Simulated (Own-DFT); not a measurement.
# One host, several defects: zincblende GaAs

Everything here is calculated. The program is Own-DFT (plane waves, in-house, since retired, never reviewed by a person); positions were held fixed, and spin and spin-orbit coupling were off.

Common settings: PBE; PseudoDojo norm-conserving scalar-relativistic files; cutoff 42 hartree; 3 x 3 x 3 k mesh centred on Gamma; Fermi-Dirac smearing of 0.1 eV.

Known weak points (not all hold for every row): not probed for a lower state with spin; forces not confirmed at this smearing and k mesh; stress not checked against mesh or cutoff.

All runs share one cell, with vectors in Å (11.737, 0.000, 0.000); (0.000, 11.737, 0.000); (0.000, 0.000, 10.833) and a volume of 1492.4 Å³, strained against the parent crystal. Atoms were moved at random from their sites; u is the rms move along one axis. The defect's site can differ from row to row.

```
                             cell     formula   u (Å)  P (GPa)
                        no defect    As32Ga32  0.0313     1.26
                        no defect    As32Ga32  0.0467     1.51
                        no defect    As32Ga32  0.0534     1.61
              one Al on a Ga site  AlAs32Ga31  0.0296        ?
              one Al on a Ga site  AlAs32Ga31  0.0297     1.20
              one Al on a Ga site  AlAs32Ga31  0.0496     1.48
              one Al on a Ga site  AlAs32Ga31  0.0502     1.55
one As vacancy and one Ga vacancy    As31Ga31  0.0299     0.95
one As vacancy and one Ga vacancy    As31Ga31  0.0301     0.91
one As vacancy and one Ga vacancy    As31Ga31  0.0477     1.13
```

## What the rows give

P = P0 + c u² + a shift for each defect gives P0 = 1.09 GPa, c = 184 ± 15 GPa/Å² and a scatter of 0.03 GPa. The shifts, and each times the cell's volume:

- one Al on a Ga site: -0.04 ± 0.03 GPa, -0.4 eV (not resolved)
- one As vacancy and one Ga vacancy: -0.34 ± 0.03 GPa, -3.2 eV

Positive is outwards. The product with the volume (160.2 GPa Å³ to the eV) is nearly free of the cell's size; divided by the bulk modulus at the cell's pressure it gives the volume that the defect adds. The atoms around the defects weren't relaxed, which would change these numbers.

## Check

Question: what pressure belongs in the blank (one Al on a Ga site, u = 0.0296 Å)?

From the fit: 1.21 ± 0.04 GPa. The run itself gave 1.24 GPa.
